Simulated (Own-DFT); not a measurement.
Hf36O71 (tetragonal hafnia with one neutral oxygen vacancy, atoms displaced) (calculated)

A calculation, not a measurement: plane-wave PBE and HSE06 DFT by an unreviewed code, no spin, of a simulated cell at Gamma alone, so results move with cell size and shape, stress positive in tension, energies less offsets, not probed for a lower state with spin; hafnium file: forces about 75 meV/angstrom off all-electron values; oxygen file: force components 24 meV/angstrom off all-electron in a glass; k mesh not checked against a denser one; forces and stress are PBE's, HSE06 gives the energy alone, and its difference from PBE has offsets of its own; offsets are fitted by least squares, one for each functional and potential file, so energies compare only between cells with the same atoms and settings and are not formation energies; the far tail of each file's local potential was reset to the Coulomb form; each entry is a single point on an unrelaxed cell, so the pressure reflects the starting lattice, taken from the Materials Project, from which strain is counted, and rises with the displacements; printed positions are rounded, which can move forces by about a meV/angstrom; the program is a retired in-house code; no spin-orbit coupling. Program: Own-DFT development build.

## Hf36O71 (tetragonal hafnia with one neutral oxygen vacancy, atoms displaced)

```
cell vectors (Å)
  10.7800     0.0000     0.0000
   0.0000    10.7800     0.0000
   0.0000     0.0000    10.4493
atoms (fractions of the cell vectors)
Hf  0.99633  0.00338  0.99358
Hf  0.16185  0.16585  0.23069
O   0.16823  0.99457  0.33867
O   0.00993  0.15852  0.40534
O   0.15876  0.00302  0.10602
Hf  0.01755  0.00282  0.50748
Hf  0.17077  0.16093  0.75035
O   0.01295  0.17791  0.64714
O   0.15776  0.00894  0.84752
O   0.00905  0.17328  0.89870
O   0.17122  0.00602  0.59957
Hf  0.00079  0.35870  0.98830
Hf  0.16507  0.49805  0.26583
O   0.99960  0.50886  0.14020
O   0.15917  0.33011  0.33501
O   0.00422  0.50906  0.40227
O   0.17146  0.33594  0.10676
Hf  0.00785  0.33263  0.50046
Hf  0.17395  0.50588  0.75989
O   0.00146  0.50158  0.65381
O   0.17283  0.32003  0.85023
O   0.00440  0.50079  0.90069
O   0.16923  0.33195  0.60520
Hf  0.99552  0.66520  0.01766
Hf  0.16863  0.82814  0.25384
O   0.99471  0.82283  0.13823
O   0.15752  0.67574  0.35358
O   0.98681  0.83016  0.40981
O   0.16509  0.66224  0.09826
Hf  0.00660  0.66367  0.49289
Hf  0.16210  0.84384  0.73991
O   0.00765  0.83647  0.65247
O   0.15605  0.65944  0.83608
O   0.99570  0.82518  0.90752
O   0.16481  0.65219  0.60341
Hf  0.34154  0.01678  0.00471
Hf  0.51071  0.16827  0.25075
O   0.32553  0.17182  0.15286
O   0.49353  0.00081  0.34627
O   0.33583  0.17072  0.39789
O   0.50100  0.00319  0.09640
Hf  0.34814  0.99057  0.48858
Hf  0.49924  0.15995  0.73724
O   0.34627  0.15980  0.64081
O   0.50673  0.98997  0.84254
O   0.33501  0.16303  0.90141
O   0.50906  0.01315  0.59511
Hf  0.33687  0.35024  0.98952
Hf  0.50172  0.49250  0.24705
O   0.33162  0.50828  0.14584
O   0.49891  0.33309  0.34056
O   0.33620  0.49213  0.39731
O   0.49849  0.33027  0.08145
Hf  0.33252  0.33558  0.50277
Hf  0.50487  0.51256  0.75830
O   0.33438  0.51810  0.63972
O   0.49695  0.32891  0.84400
O   0.31301  0.49484  0.90457
O   0.50184  0.33578  0.60865
Hf  0.33003  0.68660  0.00231
Hf  0.49613  0.83508  0.24772
O   0.33365  0.82904  0.13960
O   0.49862  0.66745  0.34491
O   0.33710  0.83029  0.40181
O   0.48779  0.66839  0.09855
Hf  0.33355  0.64440  0.50939
Hf  0.49862  0.83508  0.74960
O   0.32785  0.82466  0.65680
O   0.50385  0.67072  0.84516
O   0.31752  0.83350  0.88957
O   0.50559  0.67174  0.60184
Hf  0.65981  0.00558  0.00172
Hf  0.83008  0.15747  0.26202
O   0.67116  0.16517  0.14119
O   0.84409  0.99948  0.34564
O   0.66253  0.16886  0.40029
O   0.82665  0.00759  0.09649
Hf  0.67109  0.01357  0.50761
Hf  0.83355  0.17205  0.76400
O   0.66240  0.17950  0.65033
O   0.83414  0.00004  0.85144
O   0.66428  0.16446  0.89890
O   0.82133  0.00081  0.60832
Hf  0.66737  0.32776  0.01096
Hf  0.83055  0.49333  0.24479
O   0.65567  0.49589  0.16469
O   0.82432  0.34175  0.34087
O   0.66912  0.50991  0.40670
O   0.83173  0.33506  0.09211
Hf  0.66319  0.33304  0.49401
Hf  0.81828  0.51155  0.75575
O   0.67367  0.50739  0.65606
O   0.83302  0.32917  0.84568
O   0.66134  0.50215  0.89818
O   0.82827  0.33855  0.59676
Hf  0.66316  0.66012  0.00817
Hf  0.84008  0.83746  0.25833
O   0.66660  0.82797  0.16091
O   0.83918  0.65841  0.34726
O   0.66547  0.84286  0.40928
O   0.83239  0.68650  0.10168
Hf  0.67357  0.66808  0.49978
Hf  0.83063  0.83250  0.75083
O   0.66403  0.82105  0.66885
O   0.82203  0.66771  0.84830
O   0.67430  0.83635  0.90908
O   0.83247  0.66215  0.59326
```

```
first functional                 : PBE
second functional                : HSE06
exact exchange share             : 0.25
screening                        : 0.11 1/bohr
exchange divergence              : Gygi-Baldereschi
potential files                  : PseudoDojo norm-conserving, scalar-relativistic, made for PBE, standard set
wave cutoff                      : 48 hartree
occupations                      : fixed
k mesh                           : 1 x 1 x 1 centred on Gamma
PBE energy of cell above offsets : -89.328 eV
HSE06 less PBE above offsets     : 0.449 eV
PBE pressure                     : 5.37 GPa
PBE stress xx                    : -3.74 GPa
PBE stress yy                    : -7.09 GPa
PBE stress zz                    : -5.28 GPa
PBE stress yz                    : 1.32 GPa
PBE stress xz                    : -1.17 GPa
PBE stress xy                    : 0.09 GPa
```

Force:
| element | x (eV/Å) | y (eV/Å) | z (eV/Å) |
| --- | --- | --- | --- |
| Hf | -0.129 | -0.473 | 0.238 |
| Hf | -1.303 | -0.305 | 1.138 |
| O | -0.091 | -0.076 | 1.638 |
| O | -0.894 | 1.604 | -0.588 |
| O | 0.749 | 0.283 | -1.607 |
| Hf | -2.376 | -0.561 | -0.948 |
| Hf | 0.43 | 1.892 | -0.333 |
| O | -2.233 | -1.015 | 0.175 |
| O | -0.088 | -2.266 | 0.382 |
| O | -1.554 | -0.21 | 0.769 |
| O | 1.729 | -0.741 | 0 |
| Hf | 1.1 | -6.463 | 3.087 |
| Hf | 0.556 | 0.16 | -3.4 |
| O | -0.751 | -1.145 | 1.746 |
| O | -0.428 | 0.296 | 2.552 |
| O | 0.525 | -3.415 | -1.494 |
| O | -1.296 | 0.305 | -1.509 |
| Hf | -0.814 | 0.267 | 1.789 |
| Hf | -2.098 | -1.883 | -2.888 |
| O | -0.712 | -0.669 | 0.375 |
| O | -0.053 | 2.098 | 0.304 |
| O | -0.394 | 3.492 | -2.133 |
| O | 1.317 | 0.622 | -1.713 |
| Hf | 0.919 | 1.65 | -2.335 |
| Hf | -0.397 | 1.497 | -2.13 |
| O | 1.308 | 1.355 | 3.019 |
| O | 0.874 | -1.664 | 0.38 |
| O | 0.613 | 1.586 | -0.81 |
| O | 0.684 | 0.781 | 0.467 |
| Hf | -1.192 | 0.379 | 3.065 |
| Hf | 1.51 | -1.45 | 3.179 |
| O | -2.495 | 0.37 | -0.984 |
| O | 0.475 | 3.354 | 1.788 |
| O | 0.126 | 1.137 | -1.054 |
| O | 0.297 | 0.958 | -1.552 |
| Hf | -2.867 | -1.386 | -0.279 |
| Hf | -2.906 | -0.532 | -0.448 |
| O | 3.03 | -1.268 | -0.77 |
| O | 0.196 | 0.52 | -0.411 |
| O | 0.129 | -0.151 | 0.624 |
| O | -0.402 | 0.175 | 1.224 |
| Hf | -1.197 | 2.292 | 0.357 |
| Hf | 0.424 | 1.64 | 2.179 |
| O | -2.358 | 0.371 | 0.367 |
| O | -0.593 | 2.042 | 1.117 |
| O | 0.604 | 0.516 | -0.614 |
| O | -0.735 | -1.823 | 0.108 |
| Hf | -1.509 | -4.786 | 2.226 |
| Hf | -4.19 | 2.934 | 1.045 |
| O | 0.547 | -1.076 | 1.225 |
| O | 0.918 | -0.445 | 0.696 |
| O | -1.006 | 0.251 | -0.489 |
| O | 0.459 | 0.118 | 2.552 |
| Hf | 0.458 | -2.736 | 0.744 |
| Hf | 0.598 | -2.682 | -2.16 |
| O | 1.118 | -2.748 | 2.858 |
| O | -0.391 | 1.553 | -0.041 |
| O | 1.273 | 4.906 | -2.41 |
| O | -0.725 | 0.874 | -2.26 |
| Hf | -1.501 | -1.626 | -0.265 |
| Hf | 1.009 | -1.896 | 0.674 |
| O | -0.598 | 0.938 | 1.214 |
| O | -0.048 | -0.552 | -0.269 |
| O | -0.293 | -0.717 | -0.56 |
| O | 2.529 | -0.062 | -0.631 |
| Hf | 0.814 | 4.071 | -0.928 |
| Hf | -0.546 | -1.563 | -0.512 |
| O | 1.203 | 0.876 | -1.715 |
| O | -0.675 | 0.43 | 1.818 |
| O | 0.782 | 1.271 | 1.212 |
| O | -0.699 | -0.802 | -0.626 |
| Hf | 2.314 | -1.598 | -1.384 |
| Hf | 2.039 | 0.899 | -2.874 |
| O | -0.812 | 0.818 | 1.726 |
| O | -0.817 | 0.825 | 1.398 |
| O | 0.115 | -0.224 | -1.167 |
| O | 0.997 | 0.102 | 0.761 |
| Hf | 0.401 | -2.048 | -0.511 |
| Hf | 0.409 | -1.435 | -2.164 |
| O | 1.526 | -0.551 | -0.474 |
| O | 0.519 | 0.421 | -0.193 |
| O | 0.353 | 0.624 | 0.148 |
| O | 2.126 | 0.037 | -0.27 |
| Hf | -0.134 | -0.654 | -3.259 |
| Hf | 0.784 | 2.022 | 0.399 |
| O | 3.343 | 0.283 | -2.876 |
| O | 0.319 | -2.291 | 0.974 |
| O | -0.709 | -2.324 | -0.455 |
| O | 0.925 | 0.879 | 0.643 |
| Hf | 0.936 | 1.666 | 2.417 |
| Hf | 3.981 | -1.789 | -1.463 |
| O | -3.45 | -0.043 | -0.848 |
| O | -0.148 | 2.685 | 1.332 |
| O | 0.036 | -0.869 | 1.414 |
| O | 0.562 | -0.728 | -1.395 |
| Hf | 0.374 | 3.273 | -0.397 |
| Hf | -0.664 | -2.243 | -1.322 |
| O | -0.842 | 0.428 | 0.341 |
| O | -0.467 | 0.87 | -0.633 |
| O | 0.409 | 0.006 | 0.447 |
| O | -2.198 | -2.352 | -0.302 |
| Hf | -0.986 | 1.47 | 0.036 |
| Hf | 0.551 | 0.507 | 0.987 |
| O | 0.506 | 0.574 | -1.159 |
| O | 0.148 | 0.096 | 0.868 |
| O | -0.508 | -0.823 | 0.911 |
| O | 1.293 | 0.802 | 0.868 |
